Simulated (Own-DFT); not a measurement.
## Calculated data, Si₂₄O₄₇ (quartz with one neutral oxygen vacancy, atoms displaced)

A calculation, not a measurement: plane-wave PBE and HSE06 DFT by an unreviewed code, no spin, of a simulated cell at Gamma alone, so results move with cell size and shape, stress positive in tension, energies less offsets, not probed for a lower state with spin; oxygen file: force components 24 meV/angstrom off all-electron in a glass; k mesh not checked against a denser one; forces and stress are PBE's, HSE06 gives the energy alone, and its difference from PBE has offsets of its own; offsets are fitted by least squares, one for each functional and potential file, so energies compare only between cells with the same atoms and settings and are not formation energies; the far tail of each file's local potential was reset to the Coulomb form; each entry is a single point on an unrelaxed cell, so the pressure reflects the starting lattice, mostly measured values (interpolated for alloys), from which strain is counted, and rises with the displacements; printed positions are rounded, which can move forces by about a meV/angstrom; the program, named Own-DFT, is a retired in-house code; no spin-orbit coupling. Program: Own-DFT development build.

Settings shared by all entries: first functional PBE; second functional HSE06; exact exchange share 0.25; screening 0.11 1/bohr; exchange divergence Gygi-Baldereschi; potential files PseudoDojo norm-conserving, scalar-relativistic, made for PBE, standard set; wave cutoff 48 hartree; occupations fixed; k mesh 1 x 1 x 1 centred on Gamma.

(1) Si₂₄O₄₇ (quartz with one neutral oxygen vacancy, atoms displaced)

```cif
# cell vector a (Å): 9.8268 0.0000 0.0000
# cell vector b (Å): -4.9134 8.5103 0.0000
# cell vector c (Å): 0.0000 0.0000 10.8104
data_Si24O47
_symmetry_space_group_name_H-M 'P 1'
_symmetry_Int_Tables_number 1
_cell_length_a 9.8268
_cell_length_b 9.8268
_cell_length_c 10.8104
_cell_angle_alpha 90.000
_cell_angle_beta 90.000
_cell_angle_gamma 120.000
_cell_volume 904.06
loop_
_atom_site_label
_atom_site_type_symbol
_atom_site_fract_x
_atom_site_fract_y
_atom_site_fract_z
_atom_site_occupancy
Si1 Si 0.23206 0.00357 0.00074 1
Si2 Si 0.00401 0.24126 0.33311 1
Si3 Si 0.26769 0.26390 0.16146 1
O1 O 0.20591 0.13189 0.05522 1
O2 O 0.43291 0.29924 0.22124 1
O3 O 0.36510 0.07734 0.39384 1
O4 O 0.07502 0.36211 0.44167 1
O5 O 0.13491 0.20675 0.27190 1
O6 O 0.29654 0.42914 0.10736 1
Si4 Si 0.23155 0.99365 0.50019 1
Si5 Si 0.99878 0.22485 0.83448 1
Si6 Si 0.26933 0.26964 0.66492 1
O7 O 0.19905 0.13332 0.56254 1
O8 O 0.42854 0.29051 0.72624 1
O9 O 0.37329 0.08460 0.88972 1
O10 O 0.07731 0.36650 0.94163 1
O11 O 0.13256 0.20657 0.77587 1
O12 O 0.29610 0.42976 0.60546 1
Si7 Si 0.23522 0.50202 0.00159 1
Si8 Si 0.99978 0.73194 0.33435 1
Si9 Si 0.26929 0.76607 0.16513 1
O13 O 0.20851 0.63477 0.05887 1
O14 O 0.42827 0.79806 0.22647 1
O15 O 0.36729 0.57326 0.39285 1
O16 O 0.06769 0.86267 0.44486 1
O17 O 0.13778 0.70370 0.27179 1
O18 O 0.29003 0.92718 0.10758 1
Si10 Si 0.23632 0.49811 0.50217 1
Si11 Si 0.99989 0.73775 0.83878 1
Si12 Si 0.26195 0.76034 0.67453 1
O19 O 0.20711 0.63852 0.55655 1
O20 O 0.42405 0.79229 0.72242 1
O21 O 0.37000 0.57535 0.89183 1
O22 O 0.07539 0.86708 0.94511 1
O23 O 0.29731 0.93178 0.61086 1
Si13 Si 0.73241 0.00344 0.99721 1
Si14 Si 0.50119 0.23383 0.33698 1
Si15 Si 0.76249 0.26154 0.17044 1
O24 O 0.70350 0.12903 0.05754 1
O25 O 0.93053 0.29220 0.22341 1
O26 O 0.86661 0.07554 0.38643 1
O27 O 0.56981 0.36370 0.44108 1
O28 O 0.63319 0.20143 0.27023 1
O29 O 0.79933 0.43268 0.10670 1
Si16 Si 0.72975 0.00376 0.49886 1
Si17 Si 0.50354 0.23295 0.83499 1
Si18 Si 0.76320 0.26515 0.66646 1
O30 O 0.70938 0.14001 0.55855 1
O31 O 0.92579 0.29711 0.72433 1
O32 O 0.86980 0.07520 0.89496 1
O33 O 0.56949 0.36304 0.93611 1
O34 O 0.63477 0.20488 0.77256 1
O35 O 0.79352 0.42614 0.60564 1
Si19 Si 0.73598 0.50115 0.00157 1
Si20 Si 0.50005 0.72926 0.33554 1
Si21 Si 0.76672 0.76734 0.16645 1
O36 O 0.70829 0.63570 0.06315 1
O37 O 0.93133 0.79390 0.22263 1
O38 O 0.86913 0.57006 0.39625 1
O39 O 0.57755 0.87163 0.44002 1
O40 O 0.63583 0.70055 0.27415 1
O41 O 0.79043 0.92763 0.10518 1
Si22 Si 0.73444 0.49769 0.50482 1
Si23 Si 0.50512 0.74024 0.83457 1
Si24 Si 0.75901 0.76188 0.66762 1
O42 O 0.70351 0.63208 0.55886 1
O43 O 0.92743 0.79217 0.72892 1
O44 O 0.86302 0.57103 0.89184 1
O45 O 0.57314 0.86829 0.94265 1
O46 O 0.63478 0.70887 0.77057 1
O47 O 0.79219 0.92282 0.60461 1
```

* PBE energy of cell above offsets: -23.544 eV
* HSE06 less PBE above offsets: -0.554 eV
* PBE pressure: 6.55 GPa
* PBE stress xx: -5.02 GPa
* PBE stress yy: -8.68 GPa
* PBE stress zz: -5.95 GPa
* PBE stress yz: -1.19 GPa
* PBE stress xz: 0.22 GPa
* PBE stress xy: -1.27 GPa

Force:
| element | x (eV/Å) | y (eV/Å) | z (eV/Å) |
| --- | --- | --- | --- |
| Si | 4.349 | -0.925 | -1.572 |
| Si | 0.827 | -2.332 | -0.973 |
| Si | -0.676 | 0.635 | 1.697 |
| O | -2.084 | 2.275 | 1.033 |
| O | 1.075 | -0.721 | 0.983 |
| O | -0.298 | -1.464 | 0.22 |
| O | -0.077 | 1.556 | 1.366 |
| O | 0.619 | 0.138 | -0.5 |
| O | 0.101 | 0.203 | -0.048 |
| Si | -0.667 | 2.009 | 1.668 |
| Si | -1.723 | 5.29 | -1.196 |
| Si | 0.207 | -1.687 | 1.465 |
| O | 0.922 | -1.227 | -1.223 |
| O | -0.33 | 0.593 | -0.674 |
| O | -2.746 | -5.764 | 3.418 |
| O | -0.764 | -1.217 | -0.851 |
| O | 2.547 | 0.043 | -1.544 |
| O | 0.95 | 0.109 | 1.303 |
| Si | 1.326 | -0.561 | -1.07 |
| Si | 0.717 | 0.226 | -0.881 |
| Si | -1.179 | 0.418 | 0.023 |
| O | -0.613 | 0.448 | -0.18 |
| O | 2.312 | -0.258 | 1.222 |
| O | -0.391 | -1.427 | 0.655 |
| O | -0.18 | -0.563 | -0.688 |
| O | -1.53 | -0.098 | 1.195 |
| O | 0.167 | 0.513 | -0.266 |
| Si | -1.871 | 1.58 | -1.09 |
| Si | 2.377 | -0.758 | -2.463 |
| Si | -4.816 | 0.481 | -0.47 |
| O | 0.381 | -0.881 | -0.066 |
| O | 3.432 | 0.341 | 2.033 |
| O | -0.181 | 0.018 | 0.274 |
| O | -1.144 | -0.592 | -0.174 |
| O | 0.297 | -0.739 | 0.096 |
| Si | 2.296 | -1.099 | 0.978 |
| Si | -0.571 | 0.613 | -2.834 |
| Si | 1.89 | 1.693 | -3.222 |
| O | -1.727 | 2.742 | 1.6 |
| O | -1.188 | 0.651 | -0.862 |
| O | -1.023 | -0.762 | 1.392 |
| O | 0.531 | 1.228 | 1.046 |
| O | -2.17 | -0.688 | 2.438 |
| O | 0.676 | -1.743 | 1.168 |
| Si | 4.054 | 0.839 | 0.06 |
| Si | 0.228 | 2.453 | -3.186 |
| Si | 0.843 | 0.61 | 0.654 |
| O | -0.562 | -0.713 | -0.879 |
| O | 2.011 | -0.638 | 1.589 |
| O | -0.986 | -2.813 | 0.78 |
| O | 1.05 | 3.111 | 2.686 |
| O | 0.061 | -0.531 | 0.496 |
| O | 0.597 | 0.016 | 1.198 |
| Si | -1.402 | -0.969 | -0.399 |
| Si | 0.256 | 2.723 | -1.482 |
| Si | 0.263 | 0.871 | 0.536 |
| O | -0.024 | -1.173 | -1.515 |
| O | 0.289 | 0.012 | 0.539 |
| O | -0.382 | -0.451 | 0.056 |
| O | -1.784 | -2.642 | -1.552 |
| O | -1.061 | 0.101 | 0.829 |
| O | 0.182 | 0.051 | 0.079 |
| Si | -0.879 | 0.708 | -2.193 |
| Si | -1.347 | -1.124 | -0.801 |
| Si | 3.183 | 1.283 | -1.846 |
| O | -0.185 | -0.239 | 0.027 |
| O | -1.283 | 0.129 | -0.69 |
| O | 0.45 | 0.247 | -0.321 |
| O | -0.853 | -0.635 | -0.807 |
| O | -1.802 | -0.868 | 2.385 |
| O | -0.964 | 1.344 | -0.668 |

(2) Si₂₄O₄₇ (quartz with one neutral oxygen vacancy, atoms displaced)

```cif
# cell vector a (Å): 9.8268 0.0000 0.0000
# cell vector b (Å): -4.9134 8.5103 0.0000
# cell vector c (Å): 0.0000 0.0000 10.8104
data_Si24O47
_symmetry_space_group_name_H-M 'P 1'
_symmetry_Int_Tables_number 1
_cell_length_a 9.8268
_cell_length_b 9.8268
_cell_length_c 10.8104
_cell_angle_alpha 90.000
_cell_angle_beta 90.000
_cell_angle_gamma 120.000
_cell_volume 904.06
loop_
_atom_site_label
_atom_site_type_symbol
_atom_site_fract_x
_atom_site_fract_y
_atom_site_fract_z
_atom_site_occupancy
Si1 Si 0.23725 0.00575 0.99995 1
Si2 Si 0.99813 0.23805 0.33123 1
Si3 Si 0.26445 0.26761 0.16808 1
O1 O 0.20614 0.13722 0.05426 1
O2 O 0.42372 0.29109 0.22890 1
O3 O 0.36564 0.07245 0.39394 1
O4 O 0.07133 0.36184 0.44355 1
O5 O 0.13266 0.20723 0.27180 1
O6 O 0.29820 0.43238 0.10685 1
Si4 Si 0.22890 0.99863 0.49704 1
Si5 Si 0.00084 0.23472 0.83505 1
Si6 Si 0.25777 0.26030 0.66741 1
O7 O 0.20330 0.13383 0.56215 1
O8 O 0.42509 0.29718 0.73279 1
O9 O 0.36660 0.07120 0.89145 1
O10 O 0.06814 0.36518 0.94455 1
O11 O 0.13503 0.20713 0.77045 1
O12 O 0.29402 0.42766 0.60218 1
Si7 Si 0.23381 0.50499 0.99897 1
Si8 Si 0.99787 0.73456 0.32895 1
Si9 Si 0.25971 0.76420 0.17193 1
O13 O 0.20519 0.63168 0.05944 1
O14 O 0.42954 0.79432 0.22827 1
O15 O 0.36951 0.57204 0.39434 1
O16 O 0.07914 0.87050 0.43860 1
O17 O 0.14425 0.71077 0.27849 1
O18 O 0.29736 0.93033 0.11016 1
Si10 Si 0.23415 0.49642 0.50117 1
Si11 Si 0.00318 0.73981 0.83391 1
Si12 Si 0.27186 0.77137 0.67055 1
O19 O 0.20824 0.63826 0.56155 1
O20 O 0.42678 0.79248 0.72415 1
O21 O 0.36740 0.57709 0.89302 1
O22 O 0.07869 0.86926 0.93892 1
O23 O 0.13800 0.70532 0.77213 1
O24 O 0.30116 0.93068 0.60306 1
Si13 Si 0.73128 0.99848 0.00076 1
Si14 Si 0.50029 0.23598 0.33642 1
Si15 Si 0.76476 0.26685 0.16740 1
O25 O 0.70850 0.13038 0.05762 1
O26 O 0.93141 0.29319 0.22295 1
O27 O 0.86318 0.07409 0.39628 1
O28 O 0.57308 0.37124 0.44096 1
O29 O 0.63073 0.21058 0.28216 1
O30 O 0.79165 0.42467 0.10557 1
Si16 Si 0.73309 0.99616 0.49722 1
Si17 Si 0.49795 0.23493 0.83018 1
Si18 Si 0.76246 0.26359 0.66371 1
O31 O 0.70291 0.13320 0.56007 1
O32 O 0.92542 0.28683 0.72228 1
O33 O 0.86839 0.07115 0.89546 1
O34 O 0.57383 0.37290 0.94141 1
O35 O 0.63568 0.19982 0.77404 1
O36 O 0.79126 0.42071 0.60722 1
Si19 Si 0.72908 0.49894 0.99918 1
Si20 Si 0.50301 0.73823 0.33230 1
Si21 Si 0.75896 0.75950 0.16358 1
O37 O 0.70718 0.63702 0.05935 1
O38 O 0.92604 0.79460 0.22512 1
O39 O 0.86716 0.57342 0.39003 1
O40 O 0.57324 0.86463 0.43642 1
O41 O 0.63656 0.70567 0.26783 1
O42 O 0.78888 0.92218 0.11072 1
Si22 Si 0.73380 0.49435 0.49894 1
Si23 Si 0.50065 0.73027 0.83207 1
Si24 Si 0.75911 0.76426 0.67008 1
O43 O 0.70591 0.63606 0.56135 1
O44 O 0.86462 0.56937 0.89315 1
O45 O 0.57405 0.86989 0.94285 1
O46 O 0.63427 0.71099 0.77383 1
O47 O 0.78648 0.92570 0.60882 1
```

- PBE energy of cell above offsets: -23.163 eV
- HSE06 less PBE above offsets: -0.643 eV
- PBE pressure: 7.47 GPa
- PBE stress xx: -6.9 GPa
- PBE stress yy: -7.45 GPa
- PBE stress zz: -8.06 GPa
- PBE stress yz: 0.05 GPa
- PBE stress xz: 1.43 GPa
- PBE stress xy: -1.79 GPa

Force:
| element | x (eV/Å) | y (eV/Å) | z (eV/Å) |
| --- | --- | --- | --- |
| Si | 1.293 | -1.014 | 0.706 |
| Si | 1.457 | -1.493 | 1.732 |
| Si | 0.342 | 0.208 | -1.481 |
| O | -0.597 | 1.147 | 1.002 |
| O | 0.291 | 0.299 | -0.189 |
| O | 0.031 | 0.322 | -0.212 |
| O | -0.54 | 0.045 | -0.303 |
| O | -0.837 | -0.48 | 0.903 |
| O | -0.221 | 0.022 | -0.263 |
| Si | 3.08 | 2.249 | 2.489 |
| Si | -0.925 | -0.254 | -0.531 |
| Si | 2.329 | 3.063 | -1.416 |
| O | 0.234 | -1.415 | -1.388 |
| O | -1.477 | 0.5 | -1.93 |
| O | 0.375 | 0.303 | -0.213 |
| O | 0.343 | 0.211 | -0.344 |
| O | -2.293 | -0.885 | 2.836 |
| O | 1.902 | -1.879 | 2.688 |
| Si | 1.399 | -2.106 | 0.202 |
| Si | 1.137 | 0.746 | 1.122 |
| Si | 3.968 | 1.43 | -3.625 |
| O | -1.664 | 2.263 | 1.578 |
| O | -1.584 | 0.279 | -1.539 |
| O | 0.009 | 0.206 | -0.386 |
| O | -2.721 | -3.428 | -2.122 |
| O | -3.747 | -1.408 | 3.023 |
| O | -0.68 | 0.19 | -0.483 |
| Si | -1.647 | 3.022 | -1.122 |
| Si | -1.812 | -1.79 | -2.481 |
| Si | -1.631 | -0.517 | -2.966 |
| O | 0.652 | -1.26 | -0.828 |
| O | 3.192 | 0.353 | 1.683 |
| O | -0.353 | -1.581 | 0.28 |
| O | -0.474 | 0.267 | 0.793 |
| O | -1.929 | -0.098 | 1.712 |
| O | -0.779 | 0.538 | 0.058 |
| Si | 3.047 | -0.627 | 0.193 |
| Si | -2.7 | -0.146 | 0.615 |
| Si | -0.134 | -1.764 | 0.264 |
| O | -1.97 | 2.944 | 2.322 |
| O | -2.003 | 0.609 | -1.262 |
| O | 1.52 | 1.241 | -2.06 |
| O | -1.09 | -0.967 | -0.259 |
| O | 4.283 | -0.053 | -2.654 |
| O | -0.376 | 0.746 | 0.052 |
| Si | -1.733 | 1.152 | 1.945 |
| Si | 2.45 | -0.154 | 1.707 |
| Si | 1.726 | -1.637 | 1.801 |
| O | 0.399 | -1.768 | -1.75 |
| O | 0.481 | 0.233 | 0.469 |
| O | 0.243 | -0.084 | -0.123 |
| O | -1.816 | -3.073 | -1.903 |
| O | -2.094 | 0.377 | 1.102 |
| O | -0.98 | 2.606 | -1.214 |
| Si | 2.277 | 1.775 | 0.527 |
| Si | 0.73 | -2.92 | -0.68 |
| Si | 1.761 | 2.516 | 0.632 |
| O | 0.233 | -2.25 | -2.239 |
| O | 0.238 | 0.056 | -0.508 |
| O | -0.183 | -0.74 | 0.547 |
| O | -0.132 | 1.08 | 1.363 |
| O | -2.662 | -1.109 | 3.065 |
| O | -0.606 | 1.645 | -1.063 |
| Si | 0.094 | 2.891 | 1.212 |
| Si | -2.333 | 3.315 | 1.037 |
| Si | 4.518 | 0.841 | -0.542 |
| O | 0.949 | -1.597 | -1.106 |
| O | 0.521 | 0.83 | -0.129 |
| O | -1.29 | -2.706 | -2.029 |
| O | 0.061 | -1.425 | 1.299 |
| O | 0.447 | 0.109 | 0.387 |

(3) Si₂₄O₄₇ (quartz with one neutral oxygen vacancy, atoms displaced)

```cif
# cell vector a (Å): 9.8268 0.0000 0.0000
# cell vector b (Å): -4.9134 8.5103 0.0000
# cell vector c (Å): 0.0000 0.0000 10.8104
data_Si24O47
_symmetry_space_group_name_H-M 'P 1'
_symmetry_Int_Tables_number 1
_cell_length_a 9.8268
_cell_length_b 9.8268
_cell_length_c 10.8104
_cell_angle_alpha 90.000
_cell_angle_beta 90.000
_cell_angle_gamma 120.000
_cell_volume 904.06
loop_
_atom_site_label
_atom_site_type_symbol
_atom_site_fract_x
_atom_site_fract_y
_atom_site_fract_z
_atom_site_occupancy
Si1 Si 0.23521 0.99786 0.00273 1
Si2 Si 0.00308 0.23924 0.33580 1
Si3 Si 0.26111 0.26012 0.16715 1
O1 O 0.20787 0.13696 0.05873 1
O2 O 0.43092 0.29238 0.23019 1
O3 O 0.37399 0.07603 0.39550 1
O4 O 0.07747 0.36657 0.44286 1
O5 O 0.12969 0.20127 0.27500 1
O6 O 0.28975 0.42187 0.11237 1
Si4 Si 0.23556 0.00132 0.49922 1
Si5 Si 0.00292 0.23603 0.83420 1
Si6 Si 0.26412 0.25753 0.66702 1
O7 O 0.20649 0.13291 0.55703 1
O8 O 0.42494 0.29652 0.73031 1
O9 O 0.36944 0.06959 0.88728 1
O10 O 0.06836 0.36419 0.94336 1
O11 O 0.13500 0.21158 0.77429 1
O12 O 0.28991 0.42875 0.60399 1
Si7 Si 0.23377 0.49824 0.99945 1
Si8 Si 0.99981 0.72831 0.32836 1
Si9 Si 0.26319 0.77044 0.16345 1
O13 O 0.20354 0.63265 0.05565 1
O14 O 0.42896 0.79439 0.22984 1
O15 O 0.36643 0.57347 0.39357 1
O16 O 0.07447 0.86418 0.44018 1
O17 O 0.13144 0.70377 0.27468 1
O18 O 0.29200 0.92957 0.11241 1
Si10 Si 0.23471 0.49603 0.49863 1
Si11 Si 0.99882 0.73150 0.83526 1
Si12 Si 0.26181 0.76575 0.66549 1
O19 O 0.21218 0.63715 0.55773 1
O20 O 0.42726 0.79522 0.71961 1
O21 O 0.36903 0.57611 0.88999 1
O22 O 0.07064 0.86639 0.93875 1
O23 O 0.13345 0.70390 0.76913 1
O24 O 0.29500 0.92945 0.61205 1
Si13 Si 0.73646 0.00184 0.00185 1
Si14 Si 0.49710 0.23347 0.33191 1
Si15 Si 0.76310 0.26636 0.16754 1
O25 O 0.70895 0.13453 0.06140 1
O26 O 0.92841 0.29521 0.22708 1
O27 O 0.86754 0.07203 0.39501 1
O28 O 0.57327 0.36663 0.44052 1
O29 O 0.63610 0.20863 0.27276 1
O30 O 0.79493 0.42810 0.11159 1
Si16 Si 0.73198 0.00289 0.50234 1
Si17 Si 0.49704 0.23356 0.83197 1
Si18 Si 0.76448 0.26871 0.67049 1
O31 O 0.69951 0.12718 0.56266 1
O32 O 0.92807 0.29222 0.72897 1
O33 O 0.86706 0.07627 0.89704 1
O34 O 0.57216 0.36607 0.93775 1
O35 O 0.63558 0.20941 0.77239 1
Si19 Si 0.73369 0.49381 0.99716 1
Si20 Si 0.50046 0.73755 0.32866 1
Si21 Si 0.76765 0.77183 0.16704 1
O36 O 0.70339 0.62985 0.05760 1
O37 O 0.92887 0.79275 0.22268 1
O38 O 0.86550 0.57145 0.39028 1
O39 O 0.57157 0.86771 0.44054 1
O40 O 0.63274 0.70048 0.27300 1
O41 O 0.79243 0.92340 0.10955 1
Si22 Si 0.73594 0.50070 0.50227 1
Si23 Si 0.49911 0.72859 0.83338 1
Si24 Si 0.76112 0.76317 0.66774 1
O42 O 0.70915 0.63176 0.55557 1
O43 O 0.92567 0.79082 0.72191 1
O44 O 0.87262 0.57151 0.89088 1
O45 O 0.56963 0.86270 0.94406 1
O46 O 0.63119 0.70240 0.77347 1
O47 O 0.79543 0.92717 0.60149 1
```

- PBE energy of cell above offsets: -23.613 eV
- HSE06 less PBE above offsets: -0.572 eV
- PBE pressure: 6.66 GPa
- PBE stress xx: -6.59 GPa
- PBE stress yy: -7.49 GPa
- PBE stress zz: -5.92 GPa
- PBE stress yz: 1.1 GPa
- PBE stress xz: 0.91 GPa
- PBE stress xy: 0.24 GPa

Force:
| element | x (eV/Å) | y (eV/Å) | z (eV/Å) |
| --- | --- | --- | --- |
| Si | -0.664 | 1.166 | -2.463 |
| Si | -1.083 | -1.752 | -0.276 |
| Si | 1.165 | 0.931 | 2.28 |
| O | 0.625 | -1.773 | -1.462 |
| O | -3.623 | 0.601 | -3.353 |
| O | -0.795 | -1.847 | 0.667 |
| O | -1.739 | -1.259 | -0.664 |
| O | 0.822 | -0.134 | -0.239 |
| O | -0.89 | 1.829 | -1.549 |
| Si | 1.356 | -1.737 | -0.019 |
| Si | -1.219 | -0.328 | 0.543 |
| Si | -1.928 | 2.892 | -1.296 |
| O | -0.686 | 0.474 | 0.277 |
| O | 0.378 | 0.33 | -0.493 |
| O | -1.379 | -1.701 | 2.085 |
| O | 0.381 | 0.594 | 0.342 |
| O | 1.253 | -0.763 | -0.124 |
| O | 2.677 | -2.966 | 3.131 |
| Si | 0.902 | -0.179 | 0.412 |
| Si | -2.491 | 1.897 | 2.165 |
| Si | 2.603 | -3.694 | 2.113 |
| O | -0.236 | 1.266 | 0.814 |
| O | -3.77 | 1.064 | -3.702 |
| O | 0.662 | 0.504 | -1.168 |
| O | -0.079 | -0.485 | -0.776 |
| O | 3.023 | -0.134 | -1.951 |
| O | -0.321 | 1.888 | -0.632 |
| Si | -0.322 | 3.631 | 0.059 |
| Si | 0.603 | 1.443 | -2.835 |
| Si | 2.107 | -0.365 | -1.078 |
| O | -0.473 | -0.693 | -0.699 |
| O | 1.903 | -0.476 | 2.04 |
| O | -1.652 | -3.781 | 2.166 |
| O | 0.56 | 0.887 | 1.014 |
| O | -1.963 | -0.603 | 2.17 |
| O | -1.175 | 1.741 | -1.249 |
| Si | -0.577 | -1.382 | -0.003 |
| Si | 3.144 | 0.974 | 2.213 |
| Si | 1.962 | -0.308 | 0.494 |
| O | -0.578 | 0.003 | -0.212 |
| O | -0.067 | 0.178 | -0.124 |
| O | -0.043 | 0.759 | -0.257 |
| O | -0.256 | -0.188 | -0.097 |
| O | -1.145 | -0.753 | 1.15 |
| O | -0.701 | 1.273 | -1.506 |
| Si | 1.148 | -1.377 | -1.88 |
| Si | 1.335 | 0.209 | -0.177 |
| Si | 0.602 | 1.806 | -4.146 |
| O | -1.223 | 2.377 | 1.609 |
| O | -0.732 | 0.385 | -0.847 |
| O | 0.728 | -0.234 | -0.669 |
| O | -0.341 | -0.429 | 0.104 |
| O | -1.796 | -0.766 | 2.103 |
| Si | 0.213 | 2.118 | 1.469 |
| Si | 2.066 | -1.562 | 3.77 |
| Si | 1.22 | -5.066 | 0.522 |
| O | 0.39 | 0.51 | 0.179 |
| O | 0.504 | 0.257 | 0.024 |
| O | -0.051 | -0.869 | 0.393 |
| O | -0.124 | -0.437 | -0.59 |
| O | -0.297 | 0.354 | 0.075 |
| O | -1.366 | 3.645 | -1.779 |
| Si | 2.485 | -3.381 | -0.033 |
| Si | -1.574 | 4.37 | -1.837 |
| Si | 0.73 | 0.715 | -2.046 |
| O | -1.744 | 2.207 | 1.862 |
| O | 0.781 | -0.174 | 1.194 |
| O | -1.084 | -2.345 | 1.311 |
| O | 0.462 | 0.221 | -0.21 |
| O | 0.697 | -0.431 | 0.079 |
| O | 0.697 | -1.125 | 1.604 |
